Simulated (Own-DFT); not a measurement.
# Computed records: Si₃N₄ (beta silicon nitride, atoms displaced)

Computed with Own-DFT development build. A calculation, not a measurement: plane-wave PBE density functional theory by an unreviewed code, no spin, of a simulated periodic cell, stress positive in tension, free energy of the whole cell less one offset for each atom, forces on such cells passed a denser k mesh, this cell's mesh not checked; offsets are fitted by least squares, one for each functional and potential file, so energies compare only between cells with the same atoms and settings and are not formation energies; the far tail of each file's local potential was reset to the Coulomb form; each entry is a single point on an unrelaxed cell, so the pressure reflects the starting lattice, mostly measured values (interpolated for alloys), from which strain is counted, and rises with the displacements; printed positions are rounded, which can move forces by about a meV/angstrom; the program, named Own-DFT, is a retired in-house code; no spin-orbit coupling.

Common to all runs: functional PBE; potential files PseudoDojo norm-conserving, scalar-relativistic, standard set; wave cutoff 42 hartree; occupations Fermi-Dirac; smearing width 0.1 eV; k mesh 3 x 3 x 3 centred on Gamma.

(1) Si₃N₄ (beta silicon nitride, atoms displaced)

```cif
# cell vector a (Å): 7.6060 0.0000 0.0000
# cell vector b (Å): -3.8030 6.5870 0.0000
# cell vector c (Å): 0.0000 0.0000 8.7270
data_Si3N4
_symmetry_space_group_name_H-M 'P 1'
_symmetry_Int_Tables_number 1
_cell_length_a 7.6060
_cell_length_b 7.6060
_cell_length_c 8.7270
_cell_angle_alpha 90.000
_cell_angle_beta 90.000
_cell_angle_gamma 120.000
_cell_volume 437.23
loop_
_atom_site_label
_atom_site_type_symbol
_atom_site_fract_x
_atom_site_fract_y
_atom_site_fract_z
_atom_site_occupancy
Si1 Si 0.17993 0.76826 0.08497 1
Si2 Si 0.23532 0.40064 0.09243 1
Si3 Si 0.58637 0.80363 0.08752 1
Si4 Si 0.82377 0.22839 0.24932 1
Si5 Si 0.76073 0.59651 0.25858 1
Si6 Si 0.42171 0.21418 0.25720 1
N1 N 0.32008 0.00433 0.05465 1
N2 N 0.96601 0.32250 0.07549 1
N3 N 0.70585 0.68503 0.10367 1
N4 N 0.68160 0.95332 0.25591 1
N5 N 0.04526 0.71957 0.25131 1
N6 N 0.29286 0.32280 0.24414 1
N7 N 0.33844 0.64899 0.09076 1
N8 N 0.66466 0.32288 0.26243 1
Si7 Si 0.17968 0.76786 0.42359 1
Si8 Si 0.26242 0.42611 0.42519 1
Si9 Si 0.57133 0.80305 0.41580 1
Si10 Si 0.80905 0.21474 0.56906 1
Si11 Si 0.77106 0.57741 0.61038 1
Si12 Si 0.38564 0.18887 0.59707 1
N9 N 0.30365 0.02950 0.41280 1
N10 N 0.97023 0.31539 0.40448 1
N11 N 0.67618 0.67743 0.40450 1
N12 N 0.67544 0.98687 0.57659 1
N13 N 0.02574 0.69850 0.60264 1
N14 N 0.28241 0.32939 0.59631 1
N15 N 0.32776 0.66765 0.42925 1
N16 N 0.67779 0.31101 0.60525 1
Si13 Si 0.17786 0.78638 0.76003 1
Si14 Si 0.21223 0.40188 0.74916 1
Si15 Si 0.59839 0.81356 0.76675 1
Si16 Si 0.81892 0.21799 0.91892 1
Si17 Si 0.78855 0.63645 0.92847 1
Si18 Si 0.40200 0.18825 0.93326 1
N17 N 0.30992 0.01940 0.75968 1
N18 N 0.96100 0.28244 0.76829 1
N19 N 0.70269 0.66505 0.74590 1
N20 N 0.67745 0.97651 0.92441 1
N21 N 0.02610 0.69748 0.90894 1
N22 N 0.28909 0.32424 0.92215 1
N23 N 0.31699 0.64978 0.76111 1
N24 N 0.65879 0.33136 0.91736 1
```

It finds free energy of cell above offsets 8.832 eV; pressure 16.96 GPa; stress xx -20.88 GPa; stress yy -20.59 GPa; stress zz -9.43 GPa; stress yz 0.46 GPa; stress xz 2.39 GPa; stress xy 7.1 GPa.

Force:
```csv
element,x (eV/Å),y (eV/Å),z (eV/Å)
Si,-0.061,-3.605,-0.405
Si,-4.699,-0.724,-4.993
Si,-3.326,6.382,0.981
Si,1.512,-1.709,-1.861
Si,4.276,0.039,0.861
Si,2.046,-9.28,0.276
N,0.57,4.02,4.568
N,1.584,-0.763,3.201
N,4.367,-2.909,-4.067
N,-2.04,2.222,-1.447
N,-2.212,-2.195,0.913
N,-1.632,1.922,4.318
N,-2.751,2.298,0.147
N,-0.298,3.993,-0.081
Si,-4.477,1.176,0.403
Si,-4.262,-3.431,-1.989
Si,-1.718,9.878,1.436
Si,7.59,5.198,0.601
Si,2.702,-2.386,-5.192
Si,5.96,-6.005,-0.266
N,0.845,3.091,1.584
N,2.534,0.662,2.791
N,7.635,-7.108,3.042
N,-0.357,-12.21,1.054
N,1.045,0.413,-3.548
N,0.6,0.987,-2.871
N,-0.28,-0.833,0.095
N,-10.65,5.496,0.04
Si,1.47,-5.619,-1.424
Si,-1.292,-0.815,5.145
Si,-3.78,2.284,-3.218
Si,-2.496,4.772,0.961
Si,0.14,-5.525,-0.296
Si,2.41,-1.203,-3.933
N,0.361,8.726,-1.54
N,0.584,0.247,-5.37
N,-2.937,1.937,5.143
N,0.013,-7.287,0.459
N,0.57,0.222,3.943
N,-0.965,1.132,-0.279
N,1.36,4.572,-0.166
N,0.052,1.94,0.983
```

(2) Si₃N₄ (beta silicon nitride, atoms displaced)

```cif
# cell vector a (Å): 7.6060 0.0000 0.0000
# cell vector b (Å): -3.8030 6.5870 0.0000
# cell vector c (Å): 0.0000 0.0000 8.7270
data_Si3N4
_symmetry_space_group_name_H-M 'P 1'
_symmetry_Int_Tables_number 1
_cell_length_a 7.6060
_cell_length_b 7.6060
_cell_length_c 8.7270
_cell_angle_alpha 90.000
_cell_angle_beta 90.000
_cell_angle_gamma 120.000
_cell_volume 437.23
loop_
_atom_site_label
_atom_site_type_symbol
_atom_site_fract_x
_atom_site_fract_y
_atom_site_fract_z
_atom_site_occupancy
Si1 Si 0.18810 0.75559 0.07565 1
Si2 Si 0.22831 0.40250 0.09575 1
Si3 Si 0.60752 0.82652 0.08165 1
Si4 Si 0.81349 0.22487 0.26817 1
Si5 Si 0.74166 0.57267 0.25554 1
Si6 Si 0.41476 0.16496 0.24256 1
N1 N 0.35073 0.03999 0.06690 1
N2 N 0.96122 0.29807 0.08234 1
N3 N 0.68308 0.65191 0.07775 1
N4 N 0.68737 0.99110 0.26635 1
N5 N 0.02856 0.67988 0.25455 1
N6 N 0.29657 0.34205 0.24221 1
N7 N 0.34780 0.67556 0.08465 1
N8 N 0.64223 0.32558 0.25454 1
Si7 Si 0.18509 0.78175 0.41442 1
Si8 Si 0.23158 0.39041 0.42004 1
Si9 Si 0.60130 0.82405 0.41975 1
Si10 Si 0.85435 0.25855 0.59970 1
Si11 Si 0.77165 0.58571 0.60126 1
Si12 Si 0.40166 0.17484 0.59463 1
N9 N 0.30736 0.01583 0.40665 1
N10 N 0.96309 0.28751 0.39896 1
N11 N 0.69792 0.65629 0.42626 1
N12 N 0.65368 0.97375 0.58220 1
N13 N 0.04866 0.70624 0.57978 1
N14 N 0.28195 0.32701 0.57893 1
N15 N 0.37305 0.67428 0.39824 1
N16 N 0.67470 0.33870 0.60920 1
Si13 Si 0.17916 0.78420 0.76321 1
Si14 Si 0.20285 0.41549 0.74007 1
Si15 Si 0.58156 0.79567 0.73216 1
Si16 Si 0.81614 0.22444 0.91576 1
Si17 Si 0.76620 0.60481 0.91835 1
Si18 Si 0.42476 0.18013 0.91459 1
N17 N 0.32190 0.01139 0.76337 1
N18 N 0.96461 0.29428 0.75122 1
N19 N 0.69102 0.63886 0.74732 1
N20 N 0.65538 0.96813 0.92508 1
N21 N 0.04747 0.70310 0.91796 1
N22 N 0.29178 0.31990 0.90880 1
N23 N 0.33335 0.67456 0.73182 1
N24 N 0.65724 0.32815 0.91425 1
```

It finds free energy of cell above offsets 7.900 eV; pressure 16.24 GPa; stress xx -12.76 GPa; stress yy -20.16 GPa; stress zz -15.79 GPa; stress yz 0.63 GPa; stress xz -5.19 GPa; stress xy -6.16 GPa.

Force:
```csv
element,x (eV/Å),y (eV/Å),z (eV/Å)
Si,-2.995,2.638,3.717
Si,-2.889,1.13,-7.984
Si,-2.157,1.396,2.477
Si,-3.104,4.395,-8.642
Si,2.676,3.327,0.046
Si,-6.665,-3.43,-1.007
N,-0.616,-3.747,4.645
N,-0.196,0.332,0.652
N,0.644,0.87,2.59
N,-0.265,-8.68,-2.764
N,-0.978,0.251,-1.983
N,5.448,-3.996,5.837
N,1.836,-2.276,-0.32
N,6.168,1.761,0.939
Si,1.373,-7.658,-1.165
Si,-2.649,3.976,-6.242
Si,3.882,3.565,0.382
Si,-6.106,-5.109,-9.963
Si,3.751,1.606,-7.932
Si,0.558,-1.21,-0.888
N,0.87,8.677,1.414
N,5.246,4.046,10.62
N,0.294,0.541,0.589
N,1.999,0.763,1.451
N,-2.092,-1.454,3.035
N,2.697,-2.199,4.327
N,-8.453,-5.269,0.89
N,-0.364,-3.116,-1.56
Si,0.832,-6.443,-5.09
Si,8.75,0.771,3.107
Si,0.307,4.302,1.74
Si,-0.139,0.185,2.787
Si,3.802,-3.207,0.339
Si,-6.675,-1.39,-1.133
N,0.813,10.07,-2.744
N,-0.238,-0.248,5.645
N,-4.622,4.284,3.769
N,1.551,-0.936,-3.569
N,-4.828,-2.642,0.822
N,-1.393,1.386,0.094
N,-1.664,-2.535,0.998
N,5.59,5.273,0.071
```

(3) Si₃N₄ (beta silicon nitride, atoms displaced)

```cif
# cell vector a (Å): 7.6060 0.0000 0.0000
# cell vector b (Å): -3.8030 6.5870 0.0000
# cell vector c (Å): 0.0000 0.0000 8.7270
data_Si3N4
_symmetry_space_group_name_H-M 'P 1'
_symmetry_Int_Tables_number 1
_cell_length_a 7.6060
_cell_length_b 7.6060
_cell_length_c 8.7270
_cell_angle_alpha 90.000
_cell_angle_beta 90.000
_cell_angle_gamma 120.000
_cell_volume 437.23
loop_
_atom_site_label
_atom_site_type_symbol
_atom_site_fract_x
_atom_site_fract_y
_atom_site_fract_z
_atom_site_occupancy
Si1 Si 0.16533 0.79045 0.09537 1
Si2 Si 0.21274 0.38857 0.09605 1
Si3 Si 0.60005 0.80569 0.09673 1
Si4 Si 0.82699 0.23792 0.24328 1
Si5 Si 0.75627 0.60870 0.23436 1
Si6 Si 0.39269 0.17428 0.25015 1
N1 N 0.33315 0.01296 0.09090 1
N2 N 0.97794 0.29924 0.09530 1
N3 N 0.69279 0.64574 0.06645 1
N4 N 0.65359 0.99378 0.24876 1
N5 N 0.02046 0.69696 0.26730 1
N6 N 0.30239 0.31807 0.25554 1
N7 N 0.34259 0.68134 0.08466 1
N8 N 0.66337 0.32702 0.25359 1
Si7 Si 0.15677 0.78578 0.41957 1
Si8 Si 0.24184 0.40966 0.41772 1
Si9 Si 0.60293 0.84107 0.40465 1
Si10 Si 0.85042 0.24029 0.59450 1
Si11 Si 0.75889 0.61089 0.58631 1
Si12 Si 0.39038 0.14673 0.57944 1
N9 N 0.32182 0.03266 0.42914 1
N10 N 0.97859 0.30501 0.41317 1
N11 N 0.68828 0.66197 0.40635 1
N12 N 0.69172 0.98427 0.58360 1
N13 N 0.03462 0.68174 0.58320 1
N14 N 0.30985 0.34079 0.57114 1
N15 N 0.33867 0.67686 0.42365 1
N16 N 0.66436 0.32699 0.57065 1
Si13 Si 0.16872 0.76703 0.74920 1
Si14 Si 0.20626 0.40128 0.74179 1
Si15 Si 0.56676 0.80870 0.75535 1
Si16 Si 0.84176 0.23820 0.92372 1
Si17 Si 0.76955 0.58198 0.91427 1
Si18 Si 0.39629 0.18890 0.92609 1
N17 N 0.32958 0.03675 0.77178 1
N18 N 0.96802 0.28019 0.75649 1
N19 N 0.71194 0.66836 0.75569 1
N20 N 0.67809 0.95818 0.91278 1
N21 N 0.03793 0.68593 0.91508 1
N22 N 0.28029 0.31829 0.92181 1
N23 N 0.32487 0.68291 0.76168 1
N24 N 0.67057 0.33733 0.91910 1
```

Results for Si₃N₄ (beta silicon nitride, atoms displaced): free energy of cell above offsets 5.856 eV; pressure 11.63 GPa; stress xx -12.06 GPa; stress yy -9.08 GPa; stress zz -13.76 GPa; stress yz -2.75 GPa; stress xz 0.6 GPa; stress xy -2.5 GPa.

Force:
```csv
element,x (eV/Å),y (eV/Å),z (eV/Å)
Si,2.031,-8.891,-1.329
Si,5.393,5.711,-1.416
Si,-4.233,3.961,-3.61
Si,-1.455,1.552,4.793
Si,4.647,-5.279,5.183
Si,7.347,-2.5,0.986
N,-0.646,9.378,-0.364
N,-3.793,-1.613,-2.804
N,-2.487,2.475,2.275
N,2.187,-4.4,-1.337
N,-2.248,0.263,-5.368
N,-4.979,3.305,-1.18
N,-0.817,-3.881,1.153
N,-2.232,2.132,-1.284
Si,5.179,-2.625,1.76
Si,-2.86,2.622,-1.696
Si,-1.744,-0.365,3.719
Si,-5.602,-0.814,-5.857
Si,3.398,-4.793,-2.857
Si,2.105,8.226,8.581
N,-1.009,-3.089,-7.55
N,0.431,-0.283,0.3
N,-1.061,2.138,0.398
N,-0.499,-3.749,0.039
N,-3.379,0.354,1.122
N,0.629,-1.501,5.278
N,-0.556,0.229,-0.757
N,0.076,1.001,1.546
Si,-1.757,2.98,1.021
Si,7.23,3.109,0.548
Si,5.329,4.458,-1.15
Si,-3.373,-3.597,0.283
Si,2.701,1.527,-2.791
Si,4.294,-2.29,0.016
N,-0.656,-1.769,-4.184
N,-1.38,0.347,1.711
N,-3.768,1.511,0.06
N,0.349,1.851,2.828
N,-2.678,-0.343,2.631
N,-2.521,2.185,-0.125
N,1.707,-5.988,-0.941
N,0.699,-3.546,0.369
```

(4) Si₃N₄ (beta silicon nitride, atoms displaced)

```cif
# cell vector a (Å): 7.6060 0.0000 0.0000
# cell vector b (Å): -3.8030 6.5870 0.0000
# cell vector c (Å): 0.0000 0.0000 8.7270
data_Si3N4
_symmetry_space_group_name_H-M 'P 1'
_symmetry_Int_Tables_number 1
_cell_length_a 7.6060
_cell_length_b 7.6060
_cell_length_c 8.7270
_cell_angle_alpha 90.000
_cell_angle_beta 90.000
_cell_angle_gamma 120.000
_cell_volume 437.23
loop_
_atom_site_label
_atom_site_type_symbol
_atom_site_fract_x
_atom_site_fract_y
_atom_site_fract_z
_atom_site_occupancy
Si1 Si 0.20257 0.77843 0.08619 1
Si2 Si 0.24262 0.42387 0.09562 1
Si3 Si 0.59266 0.83618 0.08070 1
Si4 Si 0.82267 0.23874 0.26162 1
Si5 Si 0.77815 0.60129 0.25645 1
Si6 Si 0.40232 0.19675 0.25681 1
N1 N 0.35124 0.01360 0.08152 1
N2 N 0.97843 0.30061 0.07118 1
N3 N 0.69456 0.65836 0.08104 1
N4 N 0.67772 0.97648 0.26756 1
N5 N 0.04231 0.70783 0.25069 1
N6 N 0.31514 0.34825 0.26274 1
N7 N 0.32034 0.65796 0.07858 1
N8 N 0.66962 0.33335 0.26213 1
Si7 Si 0.18580 0.79189 0.40513 1
Si8 Si 0.21471 0.40047 0.40824 1
Si9 Si 0.61776 0.84583 0.40964 1
Si10 Si 0.82318 0.22115 0.59714 1
Si11 Si 0.78160 0.61665 0.61782 1
Si12 Si 0.41689 0.16567 0.60417 1
N9 N 0.32467 0.00955 0.39296 1
N10 N 0.95913 0.29308 0.41262 1
N11 N 0.69478 0.65722 0.41030 1
N12 N 0.65942 0.98199 0.57777 1
N13 N 0.00174 0.69490 0.57782 1
N14 N 0.29389 0.35007 0.59320 1
N15 N 0.34780 0.64512 0.41555 1
N16 N 0.64911 0.32128 0.57531 1
Si13 Si 0.17769 0.79116 0.73059 1
Si14 Si 0.23832 0.39780 0.77229 1
Si15 Si 0.59669 0.84090 0.76427 1
Si16 Si 0.80526 0.23341 0.92444 1
Si17 Si 0.76113 0.60918 0.93690 1
Si18 Si 0.42975 0.18174 0.90635 1
N17 N 0.33806 0.04145 0.76578 1
N18 N 0.97471 0.29777 0.73040 1
N19 N 0.69159 0.66622 0.74716 1
N20 N 0.67274 0.96619 0.91539 1
N21 N 0.03855 0.73228 0.91052 1
N22 N 0.31073 0.34110 0.92317 1
N23 N 0.34272 0.65477 0.74609 1
N24 N 0.64915 0.30865 0.91320 1
```

It finds free energy of cell above offsets 15.509 eV; pressure 21.37 GPa; stress xx -18.44 GPa; stress yy -25.63 GPa; stress zz -20.05 GPa; stress yz -2.82 GPa; stress xz 3.22 GPa; stress xy -4.98 GPa.

Force:
```csv
element,x (eV/Å),y (eV/Å),z (eV/Å)
Si,-8.055,-2.378,-1.241
Si,0.491,-5.552,-1.857
Si,-0.079,-1.532,3.418
Si,0.424,-0.842,-3.868
Si,1.275,-0.966,-0.008
Si,5.598,-4.409,-1.396
N,0.048,8.363,0.019
N,-1.677,-0.519,2.709
N,-6.011,3.473,9.19
N,-0.22,3.252,-10.19
N,-1.374,-1.275,-2.847
N,-1.701,-0.035,-4.042
N,5.523,3.144,-0.073
N,-2.429,1.354,-1.575
Si,0.33,-13.62,2.755
Si,0.445,-0.166,6.683
Si,-0.556,-9.252,7.336
Si,-3.604,2.75,-6.58
Si,-2.296,-8.317,-12.06
Si,-5.08,2.566,-5.245
N,1.14,12.93,2.932
N,1.639,0.741,2.933
N,-0.864,2.779,3.263
N,0.289,-4.204,2.325
N,10.51,5.567,-1.184
N,3.673,-4.34,-1.488
N,-3.671,6.953,-0.595
N,4.717,3.957,1.691
Si,0.902,-4.958,3.551
Si,-3.898,1.628,-7.089
Si,-0.693,-5.348,-8.073
Si,8.082,-0.175,-1.833
Si,7.774,-2.106,-11.8
Si,-11.42,-4.401,7.793
N,-0.445,-4.905,-4.956
N,1.588,1.292,8.796
N,-5.702,3.289,10.98
N,0.262,3.604,4.14
N,-0.752,-1.658,0.884
N,3.523,-2.205,4.843
N,-3.218,4.255,0.877
N,5.507,11.27,0.877
```

(5) Si₃N₄ (beta silicon nitride, atoms displaced)

```cif
# cell vector a (Å): 7.6060 0.0000 0.0000
# cell vector b (Å): -3.8030 6.5870 0.0000
# cell vector c (Å): 0.0000 0.0000 8.7270
data_Si3N4
_symmetry_space_group_name_H-M 'P 1'
_symmetry_Int_Tables_number 1
_cell_length_a 7.6060
_cell_length_b 7.6060
_cell_length_c 8.7270
_cell_angle_alpha 90.000
_cell_angle_beta 90.000
_cell_angle_gamma 120.000
_cell_volume 437.23
loop_
_atom_site_label
_atom_site_type_symbol
_atom_site_fract_x
_atom_site_fract_y
_atom_site_fract_z
_atom_site_occupancy
Si1 Si 0.19090 0.79200 0.07077 1
Si2 Si 0.23662 0.39552 0.07593 1
Si3 Si 0.58652 0.81392 0.08887 1
Si4 Si 0.81992 0.23340 0.26093 1
Si5 Si 0.78706 0.59617 0.26071 1
Si6 Si 0.38312 0.12701 0.25409 1
N1 N 0.35655 0.02499 0.08594 1
N2 N 0.98425 0.32550 0.09785 1
N3 N 0.67508 0.64398 0.07458 1
N4 N 0.66046 0.95508 0.25529 1
N5 N 0.03082 0.69880 0.25064 1
N6 N 0.29981 0.35707 0.25075 1
N7 N 0.32285 0.65168 0.05661 1
N8 N 0.67286 0.34397 0.26083 1
Si7 Si 0.16325 0.77788 0.39205 1
Si8 Si 0.23099 0.41696 0.40811 1
Si9 Si 0.58667 0.81922 0.41744 1
Si10 Si 0.81474 0.21919 0.57657 1
Si11 Si 0.79337 0.61577 0.59358 1
Si12 Si 0.40087 0.18517 0.59534 1
N9 N 0.32224 0.02397 0.42844 1
N10 N 0.00568 0.32478 0.41232 1
N11 N 0.68950 0.67970 0.43360 1
N12 N 0.67394 0.97020 0.55095 1
N13 N 0.06220 0.72241 0.59035 1
N14 N 0.29132 0.32944 0.58710 1
N15 N 0.33477 0.68555 0.43324 1
N16 N 0.66085 0.32509 0.58218 1
Si13 Si 0.17999 0.78708 0.76253 1
Si14 Si 0.23080 0.41532 0.77947 1
Si15 Si 0.60369 0.84992 0.75679 1
Si16 Si 0.86205 0.24940 0.91914 1
Si17 Si 0.76129 0.58650 0.93141 1
Si18 Si 0.39450 0.16249 0.89049 1
N17 N 0.32357 0.03367 0.74856 1
N18 N 0.97064 0.31085 0.75431 1
N19 N 0.68917 0.66687 0.75011 1
N20 N 0.68892 0.97497 0.92826 1
N21 N 0.04552 0.72859 0.92729 1
N22 N 0.32391 0.33314 0.90370 1
N23 N 0.35442 0.65430 0.73282 1
N24 N 0.66877 0.32928 0.91043 1
```

It finds free energy of cell above offsets 10.362 eV; pressure 14.7 GPa; stress xx -10.82 GPa; stress yy -15.4 GPa; stress zz -17.87 GPa; stress yz -4.18 GPa; stress xz -1.32 GPa; stress xy -3.03 GPa.

Force:
```csv
element,x (eV/Å),y (eV/Å),z (eV/Å)
Si,2.479,-6.39,3.808
Si,-0.142,1.473,1.926
Si,-0.048,-0.043,-1.29
Si,2.105,-0.134,-0.686
Si,-7.329,-0.809,-0.176
Si,0.291,8.751,2.041
N,-0.654,2.968,-2.727
N,-0.764,-1.97,-2.415
N,-0.52,1.932,6.301
N,0.155,2.734,-2.209
N,-0.834,0.283,-7.132
N,4.904,-3.81,-2.65
N,0.011,2.756,0.961
N,-0.459,-3.491,-0.18
Si,6.843,0.017,11.79
Si,7.621,4.92,4.735
Si,-2.248,-2.789,-3.404
Si,1.636,3.441,-0.234
Si,-1.388,-1.461,-0.216
Si,-0.278,1.72,-4.417
N,-0.417,1.465,-1.394
N,-13.09,-6.479,1.105
N,6.791,-3.494,-2.119
N,0.228,4.818,9.85
N,-3.992,-1.896,-1.628
N,-0.54,-0.059,0.499
N,-1.411,-2.083,-2.748
N,1.008,1.795,0.312
Si,2.321,-4.61,-3.308
Si,-0.552,-0.291,-9.033
Si,1.781,-3.513,-2.192
Si,-5.75,-2.392,3.64
Si,1.349,-0.667,-6.321
Si,5.095,6.221,9.951
N,0.714,-3.42,-4.111
N,1.594,0.127,-2.245
N,2.159,0.882,1.835
N,-0.212,1.364,-0.671
N,-3.934,-1.882,-3.034
N,-1.347,-0.998,5.487
N,-3.905,5.708,1.925
N,0.726,-0.697,0.38
```

(6) Si₃N₄ (beta silicon nitride, atoms displaced)

```cif
# cell vector a (Å): 7.6060 0.0000 0.0000
# cell vector b (Å): -3.8030 6.5870 0.0000
# cell vector c (Å): 0.0000 0.0000 8.7270
data_Si3N4
_symmetry_space_group_name_H-M 'P 1'
_symmetry_Int_Tables_number 1
_cell_length_a 7.6060
_cell_length_b 7.6060
_cell_length_c 8.7270
_cell_angle_alpha 90.000
_cell_angle_beta 90.000
_cell_angle_gamma 120.000
_cell_volume 437.23
loop_
_atom_site_label
_atom_site_type_symbol
_atom_site_fract_x
_atom_site_fract_y
_atom_site_fract_z
_atom_site_occupancy
Si1 Si 0.16314 0.75488 0.06562 1
Si2 Si 0.23381 0.39220 0.08327 1
Si3 Si 0.58102 0.82359 0.09025 1
Si4 Si 0.83358 0.21536 0.24193 1
Si5 Si 0.74867 0.55652 0.24393 1
Si6 Si 0.40698 0.16965 0.24736 1
N1 N 0.32641 0.05435 0.08917 1
N2 N 0.97743 0.30624 0.06745 1
N3 N 0.68867 0.64082 0.09251 1
N4 N 0.66830 0.96416 0.23449 1
N5 N 0.01242 0.68095 0.25598 1
N6 N 0.29193 0.32598 0.25921 1
N7 N 0.31736 0.64679 0.07887 1
N8 N 0.66735 0.31485 0.26075 1
Si7 Si 0.20293 0.76990 0.43455 1
Si8 Si 0.23293 0.40074 0.41998 1
Si9 Si 0.61853 0.82742 0.40881 1
Si10 Si 0.80281 0.22227 0.58430 1
Si11 Si 0.75405 0.61252 0.58474 1
Si12 Si 0.37067 0.16438 0.58924 1
N9 N 0.32298 0.02547 0.42898 1
N10 N 0.97266 0.28447 0.43021 1
N11 N 0.66183 0.62728 0.42075 1
N12 N 0.65884 0.97456 0.57420 1
N13 N 0.02414 0.70043 0.58743 1
N14 N 0.30171 0.32224 0.58801 1
N15 N 0.34856 0.66019 0.41894 1
N16 N 0.66430 0.33442 0.59927 1
Si13 Si 0.19005 0.78591 0.75195 1
Si14 Si 0.23498 0.41374 0.77496 1
Si15 Si 0.58172 0.82229 0.76700 1
Si16 Si 0.81165 0.20952 0.92118 1
Si17 Si 0.75358 0.58620 0.90802 1
Si18 Si 0.40146 0.18140 0.92120 1
N17 N 0.31372 0.01470 0.76012 1
N18 N 0.97335 0.28858 0.75205 1
N19 N 0.69716 0.65620 0.75751 1
N20 N 0.66439 0.94606 0.90932 1
N21 N 0.02128 0.70102 0.91577 1
N22 N 0.28611 0.32968 0.91213 1
N23 N 0.33238 0.66507 0.73315 1
N24 N 0.64656 0.33630 0.89948 1
```

Questions
1. Si₃N₄ (beta silicon nitride, atoms displaced) (entry 6): stress yy?

## Answers
1. -18.59 GPa

Further results for Si₃N₄ (beta silicon nitride, atoms displaced) (entry 6):

- free energy of cell above offsets: 5.519 eV
- pressure: 13.06 GPa
- stress xx: -4.54 GPa
- stress zz: -16.03 GPa
- stress yz: -3.79 GPa
- stress xz: -4.71 GPa
- stress xy: 2.8 GPa

Force:
```csv
element,x (eV/Å),y (eV/Å),z (eV/Å)
Si,-1.15,0.486,6.666
Si,-1.139,0.7,1.906
Si,1.456,-6.14,-4.417
Si,0.012,3.92,2.476
Si,2.283,3.524,3.471
Si,-0.672,1.134,5.936
N,0.368,-5.429,-3.837
N,-1.362,-2.079,3.073
N,-3.649,2.275,-3.591
N,0.754,1.329,4.213
N,2.648,1.526,-1.085
N,1.917,-1.275,-2.966
N,0.946,3.181,-0.188
N,0.415,-2.904,-0.915
Si,-4.539,-2.423,-2.181
Si,-0.741,0.158,2.729
Si,-2.773,-1.218,1.847
Si,2.427,3.639,0.896
Si,6.081,-4.577,0.758
Si,7.741,-1.503,0.866
N,0.422,0.55,-2.862
N,-1.124,-0.639,-3.245
N,0.152,2.072,-3.358
N,0.893,-4.105,1.463
N,0.997,0.939,0.394
N,-5.872,4.663,1.392
N,-0.401,1.457,-0.56
N,-2.678,0.13,-0.993
Si,-3.647,-9.914,-1.35
Si,-5.025,0.814,-11.21
Si,1.319,-4.709,-11.2
Si,-0.113,3.133,-4.155
Si,3.512,0.234,5.603
Si,-0.827,-1.165,-1.553
N,0.496,9.225,0.717
N,-2.182,-0.974,0.958
N,-6.104,4.4,-3.014
N,-0.115,5.758,9.381
N,-0.253,-0.314,-2.461
N,5.832,-3.312,6.82
N,-0.449,0.436,1.831
N,4.146,-2.999,1.743
```
